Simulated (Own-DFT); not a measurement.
# Computed records: Hf$_{36}$O$_{71}$ (tetragonal hafnia with one neutral oxygen vacancy, atoms displaced)

Computed with Own-DFT development build. A calculation, not a measurement: plane-wave PBE and HSE06 DFT by an unreviewed code, no spin, of a simulated cell at Gamma alone, so results move with cell size and shape, stress positive in tension, energies less offsets, not probed for a lower state with spin; hafnium file: forces about 75 meV/angstrom off all-electron values; oxygen file: force components 24 meV/angstrom off all-electron in a glass; k mesh not checked against a denser one; forces and stress are PBE's, HSE06 gives the energy alone, and its difference from PBE has offsets of its own; offsets are fitted by least squares, one for each functional and potential file, so energies compare only between cells with the same atoms and settings and are not formation energies; the far tail of each file's local potential was reset to the Coulomb form; each entry is a single point on an unrelaxed cell, so the pressure reflects the starting lattice, taken from the Materials Project, from which strain is counted, and rises with the displacements; printed positions are rounded, which can move forces by about a meV/angstrom; the program is a retired in-house code; no spin-orbit coupling.

```xyz
107
Lattice="10.7800 0.0000 0.0000 0.0000 10.7800 0.0000 0.0000 0.0000 10.4493" Properties=species:S:1:pos:R:3 formula=Hf36O71 first_functional=PBE second_functional=HSE06 exact_exchange_share=0.25 screening=0.11 exchange_divergence=Gygi-Baldereschi potential_files=PseudoDojo_norm-conserving,scalar-relativistic,made_for_PBE,standard_set wave_cutoff=48 occupations=fixed k_mesh=1_x_1_x_1_centred_on_Gamma
Hf    10.7081    10.7423     0.0357
Hf     1.7983     1.7849     2.4388
O      0.0189     1.8487     1.5986
O      1.7584    10.7068     3.7551
O      0.0580     1.8410     4.2362
O      1.8348     0.0049     0.9276
Hf    10.6108    10.7194     5.0810
Hf     1.7906     1.8533     7.8459
O      0.0013     1.6838     6.8917
O      1.8393     0.1252     8.9754
O      0.0762     1.8310     9.3254
O      1.7775     0.1066     6.2469
Hf     0.0332     3.6390    10.4097
Hf     1.7713     5.4769     2.6194
O      0.0630     5.4049     1.7639
O      1.9539     3.4124     3.5612
O     10.6870     5.4311     4.0683
O      1.9186     3.4425     1.1069
Hf    10.7555     3.4669     5.1857
Hf     1.8536     5.3552     7.8513
O     10.7488     5.3364     6.8108
O      1.8866     3.7227     8.7776
O     10.7444     5.5442     9.4953
O      1.8616     3.6044     6.2169
Hf     0.0087     7.0602    10.3809
Hf     1.8473     9.0282     2.6332
O      0.0305     9.0370     1.5544
O      0.1154     8.9039     4.0560
O      1.8528     7.3536     0.8994
Hf    10.7381     7.2244     5.1385
Hf     1.8874     9.0764     7.9196
O      0.0707     8.9715     6.6421
O      1.9087     7.0653     8.9016
O      0.0314     8.8692     9.3310
O      1.7276     7.3336     6.4145
Hf     3.5966    10.7642     0.0954
Hf     5.1933     1.7579     2.5889
O      3.5498     1.7878     1.5737
O      5.3763    10.6661     3.5369
O      3.4822     1.6916     4.1486
O      5.3937    10.6632     0.9767
Hf     3.5919    10.7536     5.3174
Hf     5.3315     1.8793     7.7477
O      3.4624     1.9018     6.7105
O      5.3308     0.0148     8.9833
O      3.6931     1.7307     9.3299
O      5.5400     0.1166     6.2446
Hf     3.6856     3.6921    10.3843
Hf     5.4148     5.4313     2.6070
O      3.6281     5.5237     1.6085
O      5.3444     3.7069     3.6156
O      3.5295     5.5240     4.2166
O      5.3295     3.4938     1.0123
Hf     3.5558     3.6745     5.2950
Hf     5.4025     5.3394     7.8261
O      3.6388     5.5143     6.7857
O      5.4395     3.5903     8.8581
O      3.7097     5.4016     9.3677
O      5.3141     3.6816     6.3712
Hf     3.5655     7.1948     0.0922
Hf     5.4281     9.0427     2.5896
O      3.5928     8.8788     1.6053
O      5.4635     7.3915     3.5160
O      3.4675     9.0611     4.2428
O      5.3051     7.3450     1.1654
Hf     3.4589     6.9346     5.1966
Hf     5.4070     9.0957     7.8579
O      3.7046     8.8329     6.7325
O      5.4143     7.2431     8.8503
O      3.5574     9.0550     9.3872
O      5.3465     7.1713     6.2664
Hf     7.3263    10.7220    10.4476
Hf     8.9793     1.7625     2.5144
O      7.0534     1.7154     1.4704
O      8.9860    10.7649     3.5884
O      7.1968     1.9264     4.2237
O      8.7693     0.0289     1.0048
Hf     7.2963     0.1196     5.1273
Hf     8.8356     1.8067     7.9174
O      7.2783     1.8128     6.8520
O      9.0676    10.7091     8.8231
O      7.0274     1.7406     9.2564
O      9.0386    10.6809     6.4200
Hf     7.2248     3.5543    10.3735
Hf     8.9889     5.3225     2.7274
O      7.1331     5.4895     1.5488
O      9.0857     3.6518     3.6520
O      7.0882     5.4431     4.2159
O      8.9041     3.6789     1.0940
Hf     7.3170     3.8000     5.2709
Hf     8.8752     5.3928     7.8184
O      7.0987     5.3869     6.8654
O      9.0468     3.6183     8.8375
O      7.2506     5.4439     9.5316
O      8.7978     3.6609     6.1777
Hf     7.1627     7.0999    10.2698
Hf     8.8077     8.9567     2.6442
O      7.2053     9.0360     1.6161
O      8.9823     7.2736     3.6129
O      7.1854     8.8501     4.1049
O      9.0341     7.0758     1.0376
Hf     7.1677     7.1830     5.2722
Hf     8.8502     8.9479     7.8045
O      7.2196     9.1271     6.7842
O      8.8574     7.1577     8.9527
O      7.2850     8.9184     9.5095
O      8.9661     7.1952     6.1983
```

Units: screening in 1/bohr; wave_cutoff in hartree.

## Withheld values
1. Hf$_{36}$O$_{71}$ (tetragonal hafnia with one neutral oxygen vacancy, atoms displaced): PBE pressure?
2. Estimate the PBE stress xx of Hf$_{36}$O$_{71}$ (tetragonal hafnia with one neutral oxygen vacancy, atoms displaced).

Calculated values
1. 5.47 GPa
2. -5.27 GPa

Further results for Hf$_{36}$O$_{71}$ (tetragonal hafnia with one neutral oxygen vacancy, atoms displaced):

| Item | Value |
| --- | --- |
| PBE energy of cell above offsets | -83.386 eV |
| HSE06 less PBE above offsets | 0.815 eV |
| PBE stress yy | -6.58 GPa |
| PBE stress zz | -4.57 GPa |
| PBE stress yz | -1.61 GPa |
| PBE stress xz | -2.2 GPa |
| PBE stress xy | 0.36 GPa |

Force:
```tsv
element	x (eV/Å)	y (eV/Å)	z (eV/Å)
Hf	1.952	-2.176	-1.415
Hf	1.243	-1.302	3.489
O	-2.779	-0.46	-1.32
O	-0.975	1.561	-1.966
O	-1.315	-1.89	-1.167
O	-2.284	0.317	2.036
Hf	4.12	-1.468	2.504
Hf	-0.43	-2.203	-0.233
O	-1.683	2.081	-1.192
O	-0.762	-0.974	-1.207
O	-0.803	1.244	2.722
O	0.331	-0.728	0.815
Hf	0.503	-1.058	0.613
Hf	1.543	-0.71	1.078
O	-0.662	-0.772	-2.986
O	-0.949	3.686	1.077
O	1.211	-0.91	2.197
O	-1.563	1.615	-3.02
Hf	0.999	2.552	1.389
Hf	-0.773	4.367	-2.371
O	-0.564	-0.499	0.765
O	-0.777	-2.463	2.598
O	-0.121	-8.055	-3.191
O	-2.427	0.862	0.021
Hf	-0.169	8.124	4.368
Hf	-0.254	-0.396	0.561
O	-1.412	1.594	-0.252
O	-0.862	0.333	0.757
O	-2.801	-1.462	2.167
Hf	1.617	0.917	1.426
Hf	-0.648	-1.161	-1.342
O	-1.641	0.589	0.81
O	-0.139	0.764	-0.214
O	0.186	1.167	0.443
O	0.369	-2.16	-2.371
Hf	1.746	-0.19	-2.733
Hf	1.6	0.464	1.204
O	1.021	-0.985	-1.313
O	0.782	4.46	2.381
O	2.096	0.657	0.23
O	0.234	0.668	0.679
Hf	-1.236	-0.611	-1.149
Hf	-0.554	-2.178	0.908
O	2.523	-0.058	0.564
O	0.571	-0.542	-2.432
O	-0.335	2.405	0.565
O	-1.108	0.338	-0.211
Hf	-0.615	-1.896	0.138
Hf	0.496	2.177	-0.632
O	-1.22	-0.942	-0.466
O	-0.732	-1.475	0.208
O	-0.132	-7.598	-4.677
O	1.206	0.742	-0.351
Hf	0.927	-2.627	-2.261
Hf	-2.555	2.385	0.702
O	-1.155	-1.346	-0.078
O	0.397	0.656	0.605
O	0.263	-0.334	0.409
O	1.133	-0.593	-0.848
Hf	2.33	1.239	-1.331
Hf	-1.121	-1.769	-2.38
O	-0.655	1.558	-0.106
O	-0.663	-4.934	2.781
O	-0.133	-1.72	-0.412
O	1.538	-1.426	-2.956
Hf	0.215	11.61	5.592
Hf	-1.453	-0.594	0.019
O	-0.405	2.561	1.938
O	0.827	-0.531	0.022
O	-0.302	-0.879	0.24
O	1.903	-0.762	-1.116
Hf	-8.307	-0.121	-3.356
Hf	-2.035	1.348	0.218
O	1.813	0.956	0.962
O	0.039	1.247	0.952
O	0.727	-0.541	-0.279
O	7.959	1.299	3.582
Hf	-1.592	-1.144	1.53
Hf	3.055	-2.08	-0.251
O	-1.83	0.259	-1.873
O	-0.495	1.329	1.804
O	2.331	0.995	1.512
O	-1.257	1.183	-2.95
Hf	-1.99	-0.699	1.475
Hf	-0.328	4.07	-2.96
O	-0.109	-0.991	0.791
O	-0.684	-2.898	0.84
O	1.144	0.506	-0.435
O	1.366	-0.863	-0.92
Hf	-7.86	-2.498	-3.452
Hf	2.398	1.488	-0.033
O	2.178	-0.017	-0.769
O	-0.587	0.273	0.856
O	-0.191	-5.719	-3.459
O	7.34	-0.266	3.599
Hf	-0.783	3.686	5.761
Hf	2.501	-2.007	-1.466
O	-0.119	0.199	-1.378
O	0.049	-2.331	0.939
O	1.157	2.945	1.582
O	-0.38	0.33	-0.364
Hf	-2.252	1.774	-0.855
Hf	3.491	-0.083	0.161
O	-1.555	-1.06	-0.276
O	0.609	-0.63	-2.265
O	0.076	1.776	-1.794
O	-0.602	-0.578	1.25
```
